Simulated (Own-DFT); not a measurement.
Simulation results for GaP (zincblende, atoms displaced)

All values are calculated (Own-DFT development build). A calculation, not a measurement: plane-wave PBE density functional theory by an unreviewed code, no spin, of a simulated periodic cell, stress positive in tension, free energy of the whole cell less one offset for each atom, forces on such cells passed a denser k mesh, this cell's mesh not checked; offsets are fitted by least squares, one for each functional and potential file, so energies compare only between cells with the same atoms and settings and are not formation energies; the far tail of each file's local potential was reset to the Coulomb form; each entry is a single point on an unrelaxed cell, so the pressure reflects the starting lattice, mostly measured values (interpolated for alloys), from which strain is counted, and rises with the displacements; printed positions are rounded, which can move forces by about a meV/angstrom; the program, named Own-DFT, is a retired in-house code; no spin-orbit coupling.

Common to all runs: functional PBE; potential files PseudoDojo norm-conserving, scalar-relativistic, standard set; wave cutoff 42 hartree; occupations Fermi-Dirac; smearing width 0.1 eV; hardware one NVIDIA H100; k mesh 3 x 3 x 3 centred on Gamma.

(1) 
```cif
# cell vector a (Å): 10.9010 0.0000 0.0000
# cell vector b (Å): 0.0000 10.9010 0.0000
# cell vector c (Å): 0.0000 0.0000 10.9010
data_GaP
_symmetry_space_group_name_H-M 'P 1'
_symmetry_Int_Tables_number 1
_cell_length_a 10.9010
_cell_length_b 10.9010
_cell_length_c 10.9010
_cell_angle_alpha 90.000
_cell_angle_beta 90.000
_cell_angle_gamma 90.000
_cell_volume 1295.39
loop_
_atom_site_label
_atom_site_type_symbol
_atom_site_fract_x
_atom_site_fract_y
_atom_site_fract_z
_atom_site_occupancy
Ga1 Ga 0.00105 0.99895 0.99716 1
Ga2 Ga 0.99981 0.25055 0.24856 1
Ga3 Ga 0.25164 0.00223 0.25076 1
Ga4 Ga 0.25119 0.24814 0.99893 1
P1 P 0.12181 0.12400 0.12630 1
P2 P 0.12493 0.37442 0.37621 1
P3 P 0.37467 0.12139 0.37510 1
P4 P 0.37414 0.37308 0.12691 1
Ga5 Ga 0.00188 0.00017 0.50161 1
Ga6 Ga 0.99583 0.24987 0.74795 1
Ga7 Ga 0.24866 0.99983 0.74897 1
Ga8 Ga 0.24732 0.25140 0.50462 1
P5 P 0.12285 0.12522 0.62542 1
P6 P 0.12244 0.37324 0.87425 1
P7 P 0.37465 0.12586 0.87211 1
P8 P 0.37735 0.37276 0.62597 1
Ga9 Ga 0.00028 0.49889 0.99943 1
Ga10 Ga 0.99950 0.74949 0.25259 1
Ga11 Ga 0.25166 0.49983 0.24991 1
Ga12 Ga 0.25033 0.74974 0.00348 1
P9 P 0.12494 0.62432 0.12411 1
P10 P 0.12457 0.87698 0.37486 1
P11 P 0.37414 0.62535 0.37532 1
P12 P 0.37349 0.87424 0.12244 1
Ga13 Ga 0.00225 0.50175 0.50211 1
Ga14 Ga 0.99730 0.74890 0.74829 1
Ga15 Ga 0.24805 0.50470 0.74963 1
Ga16 Ga 0.24797 0.75163 0.49725 1
P13 P 0.12456 0.62727 0.62363 1
P14 P 0.12647 0.87704 0.87251 1
P15 P 0.37324 0.62420 0.87151 1
P16 P 0.37165 0.87426 0.62252 1
Ga17 Ga 0.49959 0.99953 0.00044 1
Ga18 Ga 0.50061 0.24656 0.24733 1
Ga19 Ga 0.74659 0.99826 0.24920 1
Ga20 Ga 0.74988 0.25039 0.00136 1
P17 P 0.62713 0.12753 0.12871 1
P18 P 0.62702 0.37642 0.37448 1
P19 P 0.87564 0.12259 0.37445 1
P20 P 0.87599 0.37638 0.12592 1
Ga21 Ga 0.50597 0.00177 0.50477 1
Ga22 Ga 0.49805 0.25014 0.74886 1
Ga23 Ga 0.75051 0.99964 0.75028 1
Ga24 Ga 0.75251 0.24850 0.50085 1
P21 P 0.62446 0.12428 0.62601 1
P22 P 0.62595 0.37380 0.87837 1
P23 P 0.87652 0.12278 0.87472 1
P24 P 0.87358 0.37517 0.62298 1
Ga25 Ga 0.49858 0.50292 0.00225 1
Ga26 Ga 0.50299 0.75209 0.25149 1
Ga27 Ga 0.74888 0.50162 0.25020 1
Ga28 Ga 0.74996 0.75201 0.99867 1
P25 P 0.62469 0.62468 0.12503 1
P26 P 0.62540 0.87449 0.37220 1
P27 P 0.87515 0.62406 0.37366 1
P28 P 0.87284 0.87602 0.12642 1
Ga29 Ga 0.50028 0.49895 0.50150 1
Ga30 Ga 0.49593 0.75367 0.74793 1
Ga31 Ga 0.74962 0.50282 0.75141 1
Ga32 Ga 0.75131 0.74886 0.49986 1
P29 P 0.62642 0.62446 0.62495 1
P30 P 0.62475 0.87320 0.87702 1
P31 P 0.87621 0.62318 0.87423 1
P32 P 0.87397 0.87631 0.62851 1
_calc_free_energy_of_cell_above_offsets '-35.728'  # eV
_calc_pressure 2.71  # GPa
_calc_stress_xx -2.72  # GPa
_calc_stress_yy -2.72  # GPa
_calc_stress_zz -2.7  # GPa
_calc_stress_yz -0.07  # GPa
_calc_stress_xz -0.27  # GPa
_calc_stress_xy -0.12  # GPa
_calc_wall_time 506.5  # s
```

Force:
```
element  x (eV/Å)  y (eV/Å)  z (eV/Å)
     Ga    -0.084    -0.119     0.328
     Ga    -0.077    -0.016     0.307
     Ga    -0.237    -0.293    -0.267
     Ga    -0.329     0.089     0.139
      P     0.424      0.04    -0.284
      P     0.026     0.143    -0.087
      P      0.27     0.541     0.485
      P     0.114     0.103    -0.316
     Ga    -0.315    -0.078     -0.09
     Ga     0.145     0.062     0.126
     Ga     0.139     0.162    -0.111
     Ga     0.322    -0.252    -0.482
      P     0.123     0.042     0.161
      P     0.297     0.094    -0.153
      P     0.086    -0.311     0.231
      P    -0.507     0.541    -0.016
     Ga     0.047    -0.012     0.026
     Ga     0.045     0.118    -0.317
     Ga     -0.23    -0.062     0.105
     Ga    -0.183    -0.087    -0.664
      P    -0.097     0.026     0.238
      P    -0.002    -0.077    -0.122
      P     0.251     0.043     0.017
      P     0.291     0.184     0.548
     Ga    -0.245    -0.242    -0.316
     Ga     0.287     0.172     0.287
     Ga    -0.062    -0.736    -0.093
     Ga     0.056    -0.147     -0.06
      P     0.041     0.081     0.052
      P    -0.171    -0.617     0.254
      P     0.209     0.332      0.53
      P     0.274     0.362    -0.008
     Ga     0.115     0.291     0.001
     Ga    -0.191      0.42     0.685
     Ga     0.415      0.24     0.158
     Ga     0.348    -0.112    -0.049
      P    -0.188    -0.491    -0.686
      P    -0.289    -0.407     0.075
      P    -0.072     0.039    -0.017
      P    -0.193    -0.002    -0.051
     Ga    -0.673    -0.476    -0.652
     Ga      0.45     0.033     0.357
     Ga    -0.262     0.023     0.301
     Ga     -0.24     0.001    -0.331
      P     0.436      0.38     0.275
      P    -0.288     0.244    -0.352
      P    -0.372      0.31     0.102
      P      0.04     0.276     0.286
     Ga    -0.106    -0.384    -0.228
     Ga    -0.528    -0.294    -0.305
     Ga     0.114    -0.171    -0.106
     Ga     0.186      -0.4      0.22
      P     0.096     0.313    -0.032
      P     0.076     0.096     0.766
      P     0.088     0.012     0.316
      P     0.354    -0.146    -0.266
     Ga     0.051     0.048    -0.212
     Ga     0.337    -0.342     0.073
     Ga    -0.054    -0.501    -0.036
     Ga      0.01     0.157    -0.052
      P    -0.365       0.3     0.089
      P    -0.193     0.311    -0.422
      P     -0.08     0.303      0.25
      P     0.069    -0.156    -0.602
```

(2) 
```cif
# cell vector a (Å): 10.9010 0.0000 0.0000
# cell vector b (Å): 0.0000 10.9010 0.0000
# cell vector c (Å): 0.0000 0.0000 10.9010
data_GaP
_symmetry_space_group_name_H-M 'P 1'
_symmetry_Int_Tables_number 1
_cell_length_a 10.9010
_cell_length_b 10.9010
_cell_length_c 10.9010
_cell_angle_alpha 90.000
_cell_angle_beta 90.000
_cell_angle_gamma 90.000
_cell_volume 1295.39
loop_
_atom_site_label
_atom_site_type_symbol
_atom_site_fract_x
_atom_site_fract_y
_atom_site_fract_z
_atom_site_occupancy
Ga1 Ga 0.99925 0.99825 0.00128 1
Ga2 Ga 0.99838 0.24856 0.24919 1
Ga3 Ga 0.25228 0.99991 0.25075 1
Ga4 Ga 0.25012 0.25048 0.00029 1
P1 P 0.12202 0.12443 0.12851 1
P2 P 0.12548 0.37450 0.37429 1
P3 P 0.37623 0.12403 0.37174 1
P4 P 0.37634 0.37525 0.12555 1
Ga5 Ga 0.00015 0.00226 0.50307 1
Ga6 Ga 0.00173 0.24877 0.74715 1
Ga7 Ga 0.25174 0.00086 0.75039 1
Ga8 Ga 0.24781 0.24967 0.50057 1
P5 P 0.12509 0.12405 0.62186 1
P6 P 0.12327 0.37475 0.87225 1
P7 P 0.37548 0.12046 0.87396 1
P8 P 0.37624 0.37789 0.62551 1
Ga9 Ga 0.99608 0.50233 0.99935 1
Ga10 Ga 0.00443 0.74808 0.25129 1
Ga11 Ga 0.25144 0.49953 0.24956 1
Ga12 Ga 0.25156 0.75223 0.99950 1
P9 P 0.12569 0.62420 0.12535 1
P10 P 0.12716 0.87736 0.37606 1
P11 P 0.37338 0.62371 0.37728 1
P12 P 0.37724 0.87386 0.13011 1
Ga13 Ga 0.99871 0.50140 0.49902 1
Ga14 Ga 0.00219 0.74856 0.75055 1
Ga15 Ga 0.24779 0.49886 0.75201 1
Ga16 Ga 0.25277 0.74945 0.49479 1
P13 P 0.12882 0.62609 0.62492 1
P14 P 0.12661 0.87266 0.87716 1
P15 P 0.37570 0.62397 0.87331 1
P16 P 0.37274 0.87213 0.62439 1
Ga17 Ga 0.50046 0.00152 0.99954 1
Ga18 Ga 0.50141 0.24915 0.25216 1
Ga19 Ga 0.75233 0.00240 0.24931 1
Ga20 Ga 0.74989 0.24933 0.00004 1
P17 P 0.62533 0.12536 0.12333 1
P18 P 0.62589 0.37446 0.37420 1
P19 P 0.87413 0.12560 0.37457 1
P20 P 0.87310 0.37493 0.12890 1
Ga21 Ga 0.49632 0.99820 0.49963 1
Ga22 Ga 0.49942 0.25199 0.75120 1
Ga23 Ga 0.75379 0.99923 0.75107 1
Ga24 Ga 0.74899 0.25245 0.50235 1
P21 P 0.62364 0.12784 0.62340 1
P22 P 0.62650 0.37304 0.87639 1
P23 P 0.87287 0.12735 0.87597 1
P24 P 0.87504 0.37634 0.62259 1
Ga25 Ga 0.50090 0.50005 0.00533 1
Ga26 Ga 0.50321 0.75090 0.24753 1
Ga27 Ga 0.75182 0.49868 0.25177 1
Ga28 Ga 0.75280 0.75189 0.00211 1
P25 P 0.62503 0.62448 0.12691 1
P26 P 0.62248 0.87620 0.37406 1
P27 P 0.87413 0.62849 0.37577 1
P28 P 0.87425 0.87442 0.12606 1
Ga29 Ga 0.50077 0.49535 0.49988 1
Ga30 Ga 0.50034 0.74952 0.74803 1
Ga31 Ga 0.74912 0.49709 0.74924 1
Ga32 Ga 0.74933 0.75304 0.50249 1
P29 P 0.62848 0.62291 0.62563 1
P30 P 0.62236 0.87735 0.87399 1
P31 P 0.87973 0.62503 0.87349 1
P32 P 0.87583 0.87480 0.62955 1
_calc_free_energy_of_cell_above_offsets '-35.699'  # eV
_calc_pressure 2.72  # GPa
_calc_stress_xx -2.72  # GPa
_calc_stress_yy -2.73  # GPa
_calc_stress_zz -2.71  # GPa
_calc_stress_yz -0.12  # GPa
_calc_stress_xz -0.02  # GPa
_calc_stress_xy -0.02  # GPa
_calc_wall_time 522.8  # s
```

Force:
```
element  x (eV/Å)  y (eV/Å)  z (eV/Å)
     Ga     0.001     0.162    -0.154
     Ga     0.113     0.227     0.319
     Ga    -0.258     0.043    -0.123
     Ga    -0.148     -0.21    -0.066
      P     0.455     -0.08    -0.478
      P    -0.219     0.056    -0.027
      P    -0.231     0.263     0.552
      P    -0.081    -0.274     0.105
     Ga     -0.29    -0.406    -0.413
     Ga    -0.319     0.048     0.055
     Ga    -0.372    -0.383    -0.165
     Ga     0.515     0.151    -0.231
      P     0.234     0.049     0.574
      P    -0.048    -0.092     0.517
      P    -0.071     0.767     0.202
      P    -0.408    -0.502     0.129
     Ga     0.406    -0.432     0.302
     Ga    -0.228     0.301    -0.014
     Ga    -0.132     0.003     0.091
     Ga     0.251    -0.373     0.275
      P     0.128     -0.03    -0.246
      P    -0.278    -0.083     0.008
      P     0.737    -0.104    -0.544
      P    -0.168     0.261    -0.751
     Ga     0.312     0.149     0.003
     Ga     0.275     0.063    -0.119
     Ga     0.247      0.19     -0.21
     Ga    -0.391     0.093     0.452
      P    -0.307     -0.07    -0.238
      P    -0.184      0.51    -0.281
      P     0.073     0.008     0.375
      P      0.15     0.211     0.007
     Ga    -0.093    -0.323     0.284
     Ga     0.023     0.044    -0.339
     Ga    -0.354    -0.228     0.065
     Ga      0.03      0.19     0.214
      P    -0.016     0.016     0.216
      P         0     0.009     0.075
      P     0.025     0.067     0.387
      P     0.213    -0.037    -0.585
     Ga      0.21     0.191     0.135
     Ga    -0.009    -0.205    -0.074
     Ga    -0.643     0.377    -0.049
     Ga     0.061    -0.243     -0.29
      P     0.054    -0.503     0.252
      P    -0.252     0.342     0.114
      P     0.594     -0.24    -0.109
      P     0.173    -0.155      0.27
     Ga     0.003     0.053    -0.634
     Ga    -0.271    -0.405     0.598
     Ga    -0.196     0.381     0.105
     Ga    -0.383    -0.246    -0.465
      P     0.457     0.021    -0.153
      P     0.448     0.063     0.139
      P     0.053    -0.113     0.015
      P      0.37    -0.007      0.26
     Ga     0.109     0.564    -0.044
     Ga     0.077    -0.114     0.064
     Ga     0.298      0.16     0.289
     Ga    -0.047    -0.001    -0.174
      P    -0.416     0.117    -0.187
      P     0.413    -0.361     0.097
      P    -0.906     0.063     0.008
      P     0.209     0.004    -0.392
```

(3) 
```cif
# cell vector a (Å): 10.9010 0.0000 0.0000
# cell vector b (Å): 0.0000 10.9010 0.0000
# cell vector c (Å): 0.0000 0.0000 10.9010
data_GaP
_symmetry_space_group_name_H-M 'P 1'
_symmetry_Int_Tables_number 1
_cell_length_a 10.9010
_cell_length_b 10.9010
_cell_length_c 10.9010
_cell_angle_alpha 90.000
_cell_angle_beta 90.000
_cell_angle_gamma 90.000
_cell_volume 1295.39
loop_
_atom_site_label
_atom_site_type_symbol
_atom_site_fract_x
_atom_site_fract_y
_atom_site_fract_z
_atom_site_occupancy
Ga1 Ga 0.00031 0.99982 0.00003 1
Ga2 Ga 0.99754 0.25289 0.25079 1
Ga3 Ga 0.25047 0.99876 0.24868 1
Ga4 Ga 0.25009 0.24928 0.99770 1
P1 P 0.12525 0.12451 0.12537 1
P2 P 0.12503 0.37279 0.37525 1
P3 P 0.37229 0.12527 0.37614 1
P4 P 0.38027 0.37527 0.12483 1
Ga5 Ga 0.00177 0.99906 0.50310 1
Ga6 Ga 0.00201 0.24923 0.75105 1
Ga7 Ga 0.24548 0.99781 0.75044 1
Ga8 Ga 0.24711 0.25398 0.49887 1
P5 P 0.12680 0.12815 0.62770 1
P6 P 0.12486 0.37607 0.87586 1
P7 P 0.37300 0.12863 0.87354 1
P8 P 0.37484 0.37365 0.62121 1
Ga9 Ga 0.00340 0.50316 0.00000 1
Ga10 Ga 0.99968 0.74607 0.24678 1
Ga11 Ga 0.25063 0.49981 0.25005 1
Ga12 Ga 0.25231 0.74893 0.00006 1
P9 P 0.12382 0.62747 0.12353 1
P10 P 0.12371 0.87433 0.37549 1
P11 P 0.37840 0.62313 0.37563 1
P12 P 0.37326 0.87303 0.12731 1
Ga13 Ga 0.00023 0.50117 0.50247 1
Ga14 Ga 0.00109 0.74796 0.74828 1
Ga15 Ga 0.24962 0.49687 0.74711 1
Ga16 Ga 0.24945 0.74911 0.49911 1
P13 P 0.12215 0.62684 0.62321 1
P14 P 0.12503 0.87377 0.87710 1
P15 P 0.37431 0.62319 0.87602 1
P16 P 0.37714 0.87252 0.62263 1
Ga17 Ga 0.49932 0.00037 0.00056 1
Ga18 Ga 0.49872 0.24988 0.24800 1
Ga19 Ga 0.75100 0.99743 0.24656 1
Ga20 Ga 0.75090 0.24960 0.00017 1
P17 P 0.62640 0.12246 0.12471 1
P18 P 0.62235 0.37789 0.37410 1
P19 P 0.87479 0.12697 0.37351 1
P20 P 0.87303 0.37684 0.12501 1
Ga21 Ga 0.50012 0.99701 0.49813 1
Ga22 Ga 0.50371 0.25203 0.75455 1
Ga23 Ga 0.74718 0.99642 0.75128 1
Ga24 Ga 0.74772 0.24988 0.50079 1
P21 P 0.62928 0.12821 0.62569 1
P22 P 0.62419 0.37452 0.87365 1
P23 P 0.87598 0.12513 0.87708 1
P24 P 0.87497 0.37560 0.62427 1
Ga25 Ga 0.50100 0.49757 0.00201 1
Ga26 Ga 0.49826 0.75131 0.25200 1
Ga27 Ga 0.75189 0.50065 0.25231 1
Ga28 Ga 0.74878 0.75079 0.00135 1
P25 P 0.62554 0.62263 0.12653 1
P26 P 0.62381 0.87729 0.37890 1
P27 P 0.87232 0.62555 0.37449 1
P28 P 0.87380 0.87371 0.12309 1
Ga29 Ga 0.50058 0.49929 0.50560 1
Ga30 Ga 0.50086 0.74956 0.75260 1
Ga31 Ga 0.74824 0.49872 0.74665 1
Ga32 Ga 0.75011 0.75224 0.50205 1
P29 P 0.62493 0.62249 0.62410 1
P30 P 0.62533 0.88032 0.87570 1
P31 P 0.87755 0.62410 0.87302 1
P32 P 0.87733 0.87566 0.62513 1
_calc_free_energy_of_cell_above_offsets '-35.622'  # eV
_calc_pressure 2.74  # GPa
_calc_stress_xx -2.74  # GPa
_calc_stress_yy -2.74  # GPa
_calc_stress_zz -2.74  # GPa
_calc_stress_yz -0.01  # GPa
_calc_stress_xz 0.22  # GPa
_calc_stress_xy -0.11  # GPa
_calc_wall_time 530.7  # s
```

Force:
```
element  x (eV/Å)  y (eV/Å)  z (eV/Å)
     Ga    -0.009     0.052     0.116
     Ga     0.131    -0.269    -0.261
     Ga    -0.235     0.155     0.311
     Ga    -0.003     0.252     0.445
      P    -0.088     0.208      0.02
      P    -0.273     0.682     -0.18
      P     0.203    -0.014    -0.108
      P    -0.938    -0.171    -0.099
     Ga    -0.057     0.505    -0.369
     Ga    -0.392     0.217     0.082
     Ga     0.637      0.05    -0.103
     Ga     0.293    -0.565     0.078
      P    -0.121     -0.29    -0.353
      P     0.069    -0.043    -0.062
      P     0.238    -0.665    -0.051
      P     0.126    -0.107     0.645
     Ga     -0.44    -0.312    -0.027
     Ga    -0.239     0.486     0.444
     Ga     0.074     0.002    -0.051
     Ga    -0.118     0.066     -0.05
      P     0.546    -0.373     0.177
      P     0.014    -0.074    -0.238
      P    -0.403     0.044     0.151
      P     0.312     0.177    -0.346
     Ga    -0.198    -0.115    -0.458
     Ga     -0.11     0.297     0.278
     Ga    -0.032     0.304     0.018
     Ga     0.159    -0.054    -0.179
      P     0.612    -0.275     0.163
      P    -0.085    -0.148    -0.154
      P     0.141    -0.139    -0.148
      P    -0.346     0.163      0.46
     Ga    -0.379     0.207     0.024
     Ga     0.266    -0.285      0.39
     Ga     0.001     0.168      0.52
     Ga    -0.117     0.018     -0.01
      P    -0.194     0.301     0.023
      P     0.164    -0.357     0.175
      P     -0.05    -0.419     0.257
      P     0.325     0.103    -0.157
     Ga    -0.134      0.85     0.471
     Ga    -0.474    -0.335    -0.724
     Ga     0.642     0.661     -0.28
     Ga     0.286     0.344    -0.479
      P     -0.73    -0.596     0.138
      P     0.453     0.328      0.45
      P    -0.114    -0.157    -0.356
      P     0.107    -0.284     0.087
     Ga     0.132     0.343    -0.289
     Ga     0.384    -0.188    -0.009
     Ga    -0.298    -0.135    -0.104
     Ga     0.006    -0.318    -0.345
      P    -0.092      0.41    -0.035
      P     0.416    -0.363    -0.691
      P     0.397     0.092     0.271
      P     0.339    -0.034     0.132
     Ga    -0.089    -0.013     -0.65
     Ga     0.026    -0.012     -0.09
     Ga     0.324     0.056     0.348
     Ga     -0.02    -0.153    -0.108
      P     0.089     0.598      0.32
      P    -0.315     -0.86     0.181
      P    -0.544     0.081     0.111
      P    -0.276    -0.094      0.28
```

(4) 
```cif
# cell vector a (Å): 10.9010 0.0000 0.0000
# cell vector b (Å): 0.0000 10.9010 0.0000
# cell vector c (Å): 0.0000 0.0000 10.9010
data_GaP
_symmetry_space_group_name_H-M 'P 1'
_symmetry_Int_Tables_number 1
_cell_length_a 10.9010
_cell_length_b 10.9010
_cell_length_c 10.9010
_cell_angle_alpha 90.000
_cell_angle_beta 90.000
_cell_angle_gamma 90.000
_cell_volume 1295.39
loop_
_atom_site_label
_atom_site_type_symbol
_atom_site_fract_x
_atom_site_fract_y
_atom_site_fract_z
_atom_site_occupancy
Ga1 Ga 0.00139 0.00285 0.00117 1
Ga2 Ga 0.00166 0.25141 0.24867 1
Ga3 Ga 0.24722 0.99914 0.24918 1
Ga4 Ga 0.24891 0.25166 0.00020 1
P1 P 0.12764 0.12624 0.12483 1
P2 P 0.12417 0.37497 0.37251 1
P3 P 0.37608 0.12365 0.37429 1
P4 P 0.37718 0.37431 0.12589 1
Ga5 Ga 0.99769 0.99851 0.49910 1
Ga6 Ga 0.00056 0.24820 0.75101 1
Ga7 Ga 0.24941 0.99686 0.75165 1
Ga8 Ga 0.25013 0.25115 0.50337 1
P5 P 0.12370 0.12377 0.62769 1
P6 P 0.12301 0.37363 0.87567 1
P7 P 0.37161 0.12412 0.87426 1
P8 P 0.37559 0.37246 0.62426 1
Ga9 Ga 0.00003 0.49772 0.99784 1
Ga10 Ga 0.00061 0.74818 0.24743 1
Ga11 Ga 0.24620 0.49539 0.24837 1
Ga12 Ga 0.25034 0.75179 0.99793 1
P9 P 0.12450 0.62472 0.12714 1
P10 P 0.12350 0.87380 0.37771 1
P11 P 0.37529 0.62143 0.37449 1
P12 P 0.37379 0.87569 0.12505 1
Ga13 Ga 0.99959 0.50048 0.49605 1
Ga14 Ga 0.99601 0.74862 0.75343 1
Ga15 Ga 0.25128 0.49838 0.74943 1
Ga16 Ga 0.24603 0.75238 0.50176 1
P13 P 0.12636 0.62404 0.62447 1
P14 P 0.12499 0.87364 0.87101 1
P15 P 0.37314 0.62625 0.87441 1
P16 P 0.37457 0.87569 0.62297 1
Ga17 Ga 0.50024 0.99879 0.00085 1
Ga18 Ga 0.50066 0.25053 0.25138 1
Ga19 Ga 0.75182 0.00089 0.25024 1
Ga20 Ga 0.75099 0.24657 0.00031 1
P17 P 0.62610 0.12239 0.12343 1
P18 P 0.63017 0.37370 0.37553 1
P19 P 0.87481 0.11992 0.37224 1
P20 P 0.87286 0.37446 0.12292 1
Ga21 Ga 0.49997 0.99822 0.49872 1
Ga22 Ga 0.50108 0.24731 0.74775 1
Ga23 Ga 0.74946 0.99743 0.74922 1
Ga24 Ga 0.74989 0.25344 0.49978 1
P21 P 0.62456 0.12430 0.62522 1
P22 P 0.62610 0.37369 0.87683 1
P23 P 0.87317 0.12355 0.87619 1
P24 P 0.87390 0.37604 0.62629 1
Ga25 Ga 0.50111 0.50029 0.99988 1
Ga26 Ga 0.50030 0.75280 0.24925 1
Ga27 Ga 0.75093 0.50006 0.24830 1
Ga28 Ga 0.75001 0.75238 0.99972 1
P25 P 0.62183 0.62466 0.12474 1
P26 P 0.62515 0.87609 0.37259 1
P27 P 0.87461 0.62550 0.37905 1
P28 P 0.87532 0.87475 0.12460 1
Ga29 Ga 0.49906 0.49811 0.49917 1
Ga30 Ga 0.50006 0.75200 0.74712 1
Ga31 Ga 0.74789 0.49924 0.75026 1
Ga32 Ga 0.75104 0.75156 0.49670 1
P29 P 0.62366 0.62547 0.62527 1
P30 P 0.62511 0.87363 0.87674 1
P31 P 0.87614 0.62228 0.87275 1
P32 P 0.87543 0.87722 0.62705 1
_calc_free_energy_of_cell_above_offsets '-35.737'  # eV
_calc_pressure 2.71  # GPa
_calc_stress_xx -2.72  # GPa
_calc_stress_yy -2.72  # GPa
_calc_stress_zz -2.7  # GPa
_calc_stress_yz 0.02  # GPa
_calc_stress_xz -0.15  # GPa
_calc_stress_xy 0.14  # GPa
_calc_wall_time 495.1  # s
```

Force:
```
element  x (eV/Å)  y (eV/Å)  z (eV/Å)
     Ga     0.038    -0.314    -0.184
     Ga    -0.368    -0.292    -0.022
     Ga       0.2    -0.002     0.304
     Ga     0.323    -0.049    -0.043
      P    -0.268    -0.006     0.031
      P    -0.003    -0.286       0.5
      P    -0.319      0.15     0.102
      P    -0.193     0.035    -0.188
     Ga     0.225     0.219     0.211
     Ga    -0.351     0.057    -0.026
     Ga     0.122     0.251    -0.339
     Ga    -0.194    -0.401      -0.4
      P     0.092    -0.076    -0.378
      P     0.329     0.096     -0.21
      P     0.386     0.047     0.145
      P     0.132      0.25     0.216
     Ga    -0.027     0.274     0.317
     Ga    -0.233     0.133     0.454
     Ga     0.561     0.433     0.029
     Ga    -0.197    -0.175     0.227
      P     0.124    -0.141    -0.634
      P    -0.082     0.116    -0.506
      P    -0.344     0.451    -0.085
      P    -0.031    -0.049    -0.023
     Ga     0.138    -0.139     0.554
     Ga     0.414    -0.052    -0.588
     Ga    -0.122     0.021     0.054
     Ga     0.562    -0.524     -0.21
      P    -0.424     -0.01     0.184
      P    -0.317     0.073     0.633
      P     0.341    -0.168    -0.063
      P    -0.026     0.009     0.132
     Ga    -0.207     0.167    -0.197
     Ga     0.243     -0.22    -0.062
     Ga    -0.264    -0.279    -0.333
     Ga    -0.195     0.157    -0.017
      P    -0.172     0.252     0.301
      P    -0.616     0.307    -0.256
      P     0.177     0.934     0.382
      P     0.293    -0.024     0.132
     Ga     0.059     0.207     0.044
     Ga    -0.149     0.106      0.42
     Ga    -0.163     0.269     0.228
     Ga     0.368    -0.712     0.163
      P     0.233    -0.125    -0.282
      P      -0.2    -0.124    -0.184
      P     0.222     -0.04    -0.257
      P     0.352    -0.099    -0.135
     Ga    -0.272     -0.02    -0.179
     Ga    -0.281    -0.417     0.134
     Ga    -0.047     0.221     0.134
     Ga     0.117    -0.582     0.049
      P     0.499     0.238     0.036
      P     0.105    -0.046      0.13
      P      0.02     0.007    -0.849
      P     0.156      0.07     0.013
     Ga     0.237     0.059         0
     Ga    -0.115    -0.154     0.256
     Ga     -0.04     0.073    -0.053
     Ga    -0.263     0.089     0.555
      P     0.164    -0.025    -0.264
      P    -0.175     0.141    -0.335
      P    -0.466     0.124     0.488
      P    -0.108    -0.487    -0.258
```
